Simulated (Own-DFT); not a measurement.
## Calculated data, GaN (wurtzite, strained, atoms displaced), SiC (4H silicon carbide, atoms displaced)

Computed with Own-DFT development build. A calculation, not a measurement: plane-wave PBE density functional theory by an unreviewed code, no spin, of a simulated periodic cell, stress positive in tension, free energy of the whole cell less one offset for each atom, forces on such cells passed a denser k mesh, this cell's mesh not checked; offsets are fitted by least squares, one for each functional and potential file, so energies compare only between cells with the same atoms and settings and are not formation energies; the far tail of each file's local potential was reset to the Coulomb form; each entry is a single point on an unrelaxed cell, so the pressure reflects the starting lattice, mostly measured values (interpolated for alloys), from which strain is counted, and rises with the displacements; printed positions are rounded, which can move forces by about a meV/angstrom; the program, named Own-DFT, is a retired in-house code; no spin-orbit coupling.

Common to all runs: functional PBE.

(1) GaN (wurtzite, strained, atoms displaced)

```xyz
96
Lattice="12.7560 0.0000 0.0000 -4.7835 8.2853 0.0000 0.0000 0.0000 10.6292" Properties=species:S:1:pos:R:3 GaN
Ga     0.0660     1.7667     0.0382
Ga     1.6036     0.9055     2.7029
N      0.0221     1.8303     2.0586
N      1.5086     0.9981     4.5965
Ga    -0.0243     1.8166     5.2877
Ga     1.5975     0.8790     8.0617
N     -0.1233     1.8815     7.3060
N      1.6338     0.9596     9.9958
Ga    -1.5420     4.6509    10.5530
Ga    -0.0471     3.7021     2.7228
N     -1.5753     4.6643     2.0125
N      0.0087     3.6704     4.7084
Ga    -1.5433     4.6092     5.3914
Ga     0.0010     3.6456     8.0146
N     -1.5491     4.6853     7.3373
N     -0.1222     3.7158     9.9181
Ga    -3.0741     7.3847     0.0248
Ga    -1.6662     6.3691     2.6902
N     -3.2116     7.3835     2.0482
N     -1.6098     6.4047     4.7425
Ga    -3.1965     7.3887     5.3521
Ga    -1.6850     6.5144     7.9753
N     -3.2209     7.3755     7.3987
N     -1.6828     6.4832     9.9545
Ga     3.2085     1.8614    10.6134
Ga     4.7903     0.8029     2.7164
N      3.1865     1.8754     2.0034
N      4.7603     0.9370     4.6159
Ga     3.1075     1.7654     5.3504
Ga     4.7336     0.9894     7.9972
N      3.2237     1.8061     7.2595
N      4.7428     0.8381    10.0598
Ga     1.6759     4.6460    10.6048
Ga     3.2532     3.7572     2.6025
N      1.6207     4.6123     1.9510
N      3.2128     3.7110     4.6828
Ga     1.6738     4.6960     5.2208
Ga     3.2218     3.6516     7.9566
N      1.5322     4.5825     7.3887
N      3.1400     3.6932     9.9548
Ga     0.0583     7.4367     0.0346
Ga     1.6651     6.4718     2.6742
N      0.0112     7.3242     2.0538
N      1.6903     6.3405     4.7569
Ga     0.0070     7.4109     5.2756
Ga     1.5621     6.4626     8.0222
N     -0.0414     7.4025     7.3463
N      1.5240     6.4929     9.9749
Ga     6.2954     1.8000     0.0070
Ga     8.0369     0.9481     2.6270
N      6.4320     1.8305     1.9772
N      8.0170     0.9263     4.6836
Ga     6.3649     1.8632     5.2629
Ga     7.8833     0.8732     7.9840
N      6.2523     1.8762     7.2766
N      7.9302     0.9420     9.9882
Ga     4.8008     4.6660    10.6189
Ga     6.4569     3.6444     2.5977
N      4.7696     4.6721     1.9888
N      6.4454     3.6137     4.7435
Ga     4.8604     4.6807     5.2437
Ga     6.4072     3.7170     7.9263
N      4.8412     4.6088     7.3307
N      6.3614     3.6746     9.9873
Ga     3.1587     7.3002     0.0908
Ga     4.7448     6.4919     2.5857
N      3.2321     7.3689     2.0097
N      4.9100     6.3657     4.6549
Ga     3.1954     7.3619     5.3171
Ga     4.7766     6.4351     8.0115
N      3.2007     7.2769     7.2762
N      4.8111     6.5608     9.9424
Ga     9.5813     1.8568    10.5974
Ga    11.1760     0.8495     2.7114
N      9.5649     1.7882     2.0942
N     11.1668     0.8996     4.7151
Ga     9.5736     1.7926     5.2835
Ga    11.2007     0.9799     7.9137
N      9.6249     1.9004     7.3286
N     11.2156     0.8867     9.9690
Ga     8.0498     4.5601     0.0721
Ga     9.5668     3.7084     2.6256
N      7.9492     4.6754     2.0377
N      9.4758     3.7074     4.7015
Ga     7.9900     4.6039     5.3633
Ga     9.5354     3.6470     7.9463
N      8.0171     4.5233     7.2955
N      9.4818     3.7042     9.9678
Ga     6.3653     7.4121    10.5749
Ga     7.9350     6.4112     2.5996
N      6.3341     7.3151     1.9982
N      7.9718     6.4394     4.6284
Ga     6.2958     7.3116     5.3257
Ga     8.0096     6.4274     8.0532
N      6.3993     7.3925     7.2884
N      7.9860     6.4908     9.9678
```

| Quantity | Value |
| --- | --- |
| potential files | PseudoDojo norm-conserving, scalar-relativistic, standard set with the stringent files for Ga |
| wave cutoff | 96 hartree |
| occupations | Gaussian |
| smearing width | 0.01 eV |
| k mesh | 3 x 4 x 3 centred on Gamma |
| free energy of cell above offsets | -4.644 eV |
| pressure | 2.88 GPa |
| stress xx | -5.32 GPa |
| stress yy | -6.65 GPa |
| stress zz | 3.34 GPa |
| stress yz | -0.15 GPa |
| stress xz | 0.55 GPa |
| stress xy | 0.6 GPa |

Force:
```csv
element,x (eV/Å),y (eV/Å),z (eV/Å)
Ga,-1.329,1.532,0.406
Ga,0.265,0.742,-0.878
N,-0.597,0.122,-0.549
N,1.315,-1.556,1.286
Ga,-0.447,0.903,1.095
Ga,-0.641,1.282,-1.007
N,3.291,-0.11,-0.702
N,0.186,-0.51,-0.235
Ga,-1.728,0.199,0.905
Ga,0.954,-0.311,-0.367
N,-0.489,-1.653,-0.98
N,0.213,0.538,-0.697
Ga,-0.914,-0.69,0.121
Ga,-0.503,0.906,-0.626
N,-0.945,-0.752,0.367
N,2.63,-1.368,1.046
Ga,-2.555,0.535,0.965
Ga,0.473,1.721,0.886
N,0.324,-0.427,-0.716
N,0.333,1.164,-1.036
Ga,-0.744,-0.327,-0.266
Ga,1.914,-1.052,0.191
N,-0.496,0.651,-1.472
N,2.56,-0.523,-0.148
Ga,-0.137,0.329,1.378
Ga,-0.377,2.093,-1.056
N,0.56,-0.559,-0.085
N,0.05,-0.328,0.594
Ga,0.725,1.647,-1.032
Ga,0.793,-1.561,0.168
N,-1.735,0.333,1.001
N,-0.116,2.533,-1.735
Ga,-2.306,-0.322,0.245
Ga,-0.994,-1.361,1.128
N,-0.375,0.386,0.523
N,0.597,-0.654,-0.591
Ga,-0.868,-5.156,2.763
Ga,-0.632,0.936,-0.546
N,1.476,0.35,-0.768
N,1.584,-0.177,-0.353
Ga,-1.587,-2.473,0.933
Ga,-0.869,-1.026,0.312
N,-0.032,-0.492,-0.346
N,-1.167,5.329,-2.661
Ga,0.046,-0.982,1.248
Ga,-0.369,-0.584,-1
N,0.31,0.26,-0.397
N,1.37,-0.52,0.292
Ga,1.088,0.925,0.024
Ga,-1.367,-0.478,1.003
N,-0.718,-0.528,0.362
N,-1.17,-1,-0.768
Ga,0.041,-1.16,1.022
Ga,0.708,0.582,-0.319
N,1.571,-0.5,0.26
N,0.135,-0.799,-0.014
Ga,0.164,-0.321,-0.228
Ga,-1.331,0.389,1.197
N,1.231,-0.54,-0.523
N,-0.682,1.723,-1.901
Ga,-0.539,-3.254,1.448
Ga,-0.14,-0.564,0.881
N,-0.824,0.259,-0.42
N,0.09,0.12,-0.05
Ga,0.308,1.365,-1.56
Ga,1.452,-1.077,1.538
N,-1.213,0.691,0.042
N,-2.742,2.092,-1.865
Ga,0.974,-0.083,0.312
Ga,0.705,0.303,-0.775
N,-0.485,1.073,0.528
N,-1.301,-1.414,0.561
Ga,0.066,-0.446,0.278
Ga,0.269,0.451,-0.078
N,1.457,1.447,-1.574
N,-0.354,-0.482,-0.937
Ga,0.303,1.581,0.961
Ga,-1.645,-1.698,1.146
N,-1.449,-1.757,-0.526
N,-0.46,1.504,-0.295
Ga,-2.17,1.396,-0.567
Ga,0.156,-0.34,1.291
N,0.819,-1.986,-1.092
N,2.293,-0.829,-1.06
Ga,-0.381,0.636,-0.348
Ga,1.358,0.995,0.525
N,-0.644,1.7,0.451
N,2.148,-0.727,-0.194
Ga,0.952,-0.652,0.965
Ga,0.112,1.791,1.529
N,0.604,0.871,-0.699
N,-0.02,0.253,0.325
Ga,2.706,1.043,0.734
Ga,-1.207,-0.34,-0.824
N,-0.162,-0.631,0.612
N,0.279,-0.597,1.02
```

(2) SiC (4H silicon carbide, atoms displaced)

```xyz
128
Lattice="12.3308 0.0000 0.0000 -6.1654 10.6788 0.0000 0.0000 0.0000 10.0681" Properties=species:S:1:pos:R:3 SiC
Si     0.0371     0.0370     4.0888
Si     0.0329     1.7874     1.5327
C     -6.1373    10.6772     0.9088
C      0.0449     1.7452     3.4772
Si    -1.5090     2.6476     4.0972
Si    -1.5193     4.4797     1.5530
C     10.7749     2.6226     0.9442
C     -1.5286     4.4659     3.4994
Si    -3.0539     5.3359     4.0908
Si    -3.0792     7.1191     1.5459
C     -3.1019     5.3735     0.9506
C     -3.0884     7.1559     3.4447
Si    -4.5809     7.9776     4.1175
Si    -4.6451     9.7995     1.5936
C     -4.6211     8.0056     0.9084
C     -4.6135     9.7877     3.4500
Si     3.1022     0.0179     4.0981
Si     3.0692     1.7812     1.5968
C     -3.1245    10.6241     0.9785
C      3.1387     1.7797     3.5115
Si     1.5562     2.6535     4.0661
Si     1.5076     4.4452     1.5610
C      1.4997     2.6493     0.9950
C      1.5296     4.4139     3.4673
Si     0.0157     5.3674     4.1180
Si     0.0254     7.0673     1.5256
C     -0.0076     5.3078     0.9164
C      0.0027     7.0929     3.4665
Si    -1.5228     7.9883     4.0732
Si    -1.5384     9.8048     1.5953
C     -1.5480     7.9535     0.9375
C     -1.5462     9.8217     3.4558
Si     0.0127    10.6595     4.0862
Si     6.1357     1.7736     1.5500
C     -0.0191    10.6758     0.9102
C      6.1665     1.7749     3.4877
Si     4.5982     2.5924     4.1070
Si     4.6510     4.4419     1.5643
C      4.6809     2.6316     0.9459
C      4.6144     4.4222     3.4414
Si     3.0851     5.3370     4.0308
Si     3.0916     7.1462     1.5589
C      3.1136     5.3472     1.0176
C      3.0721     7.1138     3.4616
Si     1.5602     8.0031     4.0676
Si     1.5837     9.8031     1.6049
C      1.5465     7.9964     0.9281
C      1.5430     9.7930     3.5287
Si     3.0660    10.6319     4.0847
Si     9.2425     1.8056     1.6194
C      9.2978     0.0111     0.9567
C      9.2382     1.7453     3.4491
Si     7.6899     2.6673     4.0816
Si     7.6801     4.4008     1.6080
C      7.7032     2.6603     0.9301
C      7.7470     4.4393     3.4369
Si     6.2003     5.3681     4.0887
Si     6.1560     7.1497     1.5554
C      6.1422     5.2807     0.9530
C      6.1491     7.1148     3.4379
Si     4.5716     8.0484     4.0673
Si     4.6099     9.7287     1.6186
C      4.6187     8.0165     0.8876
C      4.6628     9.7659     3.4861
Si    -0.0004     0.0050     9.1314
Si     6.1441     8.9128     6.6353
C      6.1643    10.6613     5.9790
C      6.1826     8.8894     8.4880
Si     7.6728     8.0674     9.1103
Si     7.6767     6.2640     6.5878
C     -4.6191     8.0166     5.9927
C      7.7036     6.2625     8.5456
Si     9.1972     5.3898     9.0997
Si     9.3057     3.5497     6.5886
C     -3.0834     5.3800     5.9903
C      9.2266     3.6017     8.5392
Si    10.7885     2.6488     9.1505
Si    10.7789     0.8643     6.6222
C     10.7941     2.6424     6.0293
C     10.8224     0.9048     8.4964
Si     9.2732     0.0078     9.1202
Si     3.1040     8.8542     6.6371
C      3.0659    10.6746     5.9353
C      3.0312     8.8834     8.4770
Si     4.5663     7.9849     9.0896
Si     4.6292     6.2224     6.6001
C      4.6643     8.0682     5.9695
C      4.6150     6.2016     8.4058
Si     6.1232     5.3576     9.1453
Si     6.2019     3.5750     6.6181
C      6.1570     5.3220     5.9876
C      6.1688     3.5430     8.5130
Si     7.7162     2.6640     9.1600
Si     7.7158     0.8612     6.6134
C      7.6896     2.6336     5.9685
C      7.7758     0.8456     8.4967
Si     6.1755     0.0131     9.1545
Si    -0.0262     8.8911     6.6051
C      6.1336     0.0448     6.0096
C      0.0185     8.8718     8.5018
Si     1.5446     7.9784     9.1290
Si     1.5766     6.2017     6.6809
C      1.5884     8.0108     5.9640
C      1.5473     6.1969     8.4861
Si     3.1199     5.4071     9.1208
Si     3.1099     3.5224     6.6160
C      3.0367     5.2883     5.9793
C      3.0900     3.5289     8.4814
Si     4.6255     2.6643     9.1669
Si     4.6415     0.9350     6.6141
C      4.6042     2.6827     5.9757
C      4.6274     0.8862     8.4646
Si     3.0540     0.0305     9.0718
Si    -3.0852     8.9809     6.6666
C     -3.1130    10.6297     5.9758
C     -3.0994     8.8794     8.4926
Si    -1.6056     8.0191     9.1415
Si    -1.5070     6.2576     6.5890
C     -1.5998     8.0061     6.0022
C     -1.5323     6.1650     8.4787
Si    -0.0276     5.3328     9.0988
Si     0.0011     3.5980     6.5695
C      0.0111     5.3621     5.9893
C      0.0245     3.5428     8.4919
Si     1.5165     2.6756     9.1524
Si     1.5392     0.8553     6.5882
C      1.5935     2.6933     5.9881
C      1.5290     0.8911     8.4985
```

| Item | Value |
| --- | --- |
| potential files | PseudoDojo norm-conserving, scalar-relativistic, standard set |
| wave cutoff | 42 hartree |
| occupations | Fermi-Dirac |
| smearing width | 0.1 eV |
| hardware | one NVIDIA H200 |
| k mesh | 3 x 3 x 3 centred on Gamma |
| free energy of cell above offsets | -19.295 eV |
| pressure | 3.64 GPa |
| stress xx | -3.64 GPa |
| stress yy | -2.6 GPa |
| stress zz | -4.67 GPa |
| stress yz | 0.51 GPa |
| stress xz | -0.09 GPa |
| stress xy | 0.38 GPa |
| wall time | 523.9 s |

Force:
```csv
element,x (eV/Å),y (eV/Å),z (eV/Å)
Si,-0.111,-1.655,0.343
Si,-1.719,-1.245,1.186
C,-0.904,-0.17,1.044
C,-0.62,0.975,-0.731
Si,-0.525,0.132,0.073
Si,-1.275,-0.873,0.479
C,0.592,1.193,0.515
C,0.483,-0.556,-0.604
Si,-0.433,0.571,0.073
Si,-0.638,0.09,0.521
C,0.06,-1.083,-0.183
C,0.659,-1.049,0.055
Si,-1.219,1.077,-0.431
Si,0.097,-0.845,-0.459
C,-0.341,0.469,0.595
C,0.068,0.02,0.837
Si,-0.615,-0.868,-0.149
Si,0.617,-0.754,-0.146
C,0.995,1.43,-1.038
C,-1.881,-0.589,-1.179
Si,0.42,0.252,1.122
Si,0.8,0.023,0.545
C,1.69,0.939,-1.116
C,-0.098,0.796,-0.458
Si,0.119,-0.958,-0.236
Si,-0.629,0.72,0.738
C,0.525,0.405,-0.209
C,0.406,0.68,-0.602
Si,-0.653,0.749,0.41
Si,-0.402,-0.829,-0.807
C,0.553,1.128,0.283
C,0.666,-0.862,0.518
Si,-0.573,0.809,0.803
Si,1.386,-0.569,1.058
C,0.664,-0.095,1.397
C,-0.09,-0.399,-0.836
Si,1.605,2.286,0.199
Si,-0.599,-0.601,0.72
C,-2.179,0.848,0.103
C,0.675,-0.085,0.676
Si,-0.061,-0.754,1.133
Si,-0.014,-0.623,0.343
C,-0.679,-0.086,-1.714
C,0.177,0.492,-0.455
Si,-0.544,-0.338,0.852
Si,-0.747,-0.035,-0.681
C,0.135,0.271,0.482
C,-0.137,-0.713,-1.495
Si,1.008,1.003,0.127
Si,0.085,-0.745,-1.062
C,-0.714,-0.281,0.124
C,0.337,0.386,1.06
Si,0.413,-0.191,0.338
Si,0.745,1.051,-1.311
C,-0.091,-0.406,0.951
C,-0.543,0.129,1.197
Si,-0.888,-1.03,-0.415
Si,0.485,-1.077,-0.131
C,0.48,1.507,-0.237
C,0.163,0.636,0.578
Si,1.465,-1.298,0.832
Si,0.916,1.608,-1.101
C,-0.129,-0.493,0.578
C,-0.707,0.912,-0.425
Si,0.176,-0.383,-0.382
Si,1.119,-0.154,-0.852
C,-0.191,0.489,-0.052
C,-1.646,0.592,0.297
Si,0.658,-1.309,0.395
Si,0.656,-0.47,1.024
C,-0.179,0.574,0.113
C,-1.248,0.286,-1.129
Si,1.01,-0.943,0.777
Si,-1.768,0.606,0.86
C,0.149,-0.737,-0.392
C,0.473,-0.857,-0.663
Si,-0.229,1.062,-0.707
Si,0.142,0.038,-0.433
C,0.68,0.169,-1.291
C,-0.643,-0.689,0.126
Si,0.373,-0.54,0.407
Si,-0.419,1.102,-1.244
C,0.522,-0.498,1.141
C,1.048,0.199,0.808
Si,1.073,0.537,-0.415
Si,-0.636,0.046,-1.814
C,-0.986,-1.565,0.018
C,0.288,0.941,2.156
Si,1.203,-0.712,-0.422
Si,-0.641,-0.839,0.019
C,0.346,0.609,-0.455
C,-0.052,0.334,0.102
Si,0.163,-0.005,-1.237
Si,-0.161,0.355,-0.181
C,0.873,0.68,0.188
C,-1.293,1.024,0.375
Si,0.175,-0.787,-1.595
Si,0.541,0.179,0.05
C,0.588,-1.205,-0.737
C,-0.861,0.314,0.373
Si,-0.742,0.301,-0.447
Si,-0.4,0.588,-2.239
C,-0.975,-0.575,0.289
C,-0.081,0.503,1.533
Si,-0.85,-2.269,0.434
Si,-0.406,0.751,-0.001
C,1.284,0.862,-0.427
C,-0.043,0.761,1.464
Si,-0.027,-0.094,-1.298
Si,-0.801,-0.52,-0.288
C,1.073,-0.203,0.06
C,0.063,0.129,1.147
Si,0.657,-0.696,1.398
Si,-0.287,-2.596,-1.187
C,0.91,2.007,-0.097
C,-0.196,1.159,0.596
Si,1.687,-0.848,-0.612
Si,-0.993,-0.482,0.547
C,1.047,0.709,-0.691
C,-0.689,1.67,0.148
Si,0.586,-0.662,0.043
Si,0.631,-1.069,0.867
C,0.163,0.164,-0.043
C,-0.81,0.318,0.122
Si,0.85,-0.134,-0.67
Si,-0.245,1.18,0.307
C,-1.307,-0.976,-0.653
C,-0.129,0.143,-0.209
```
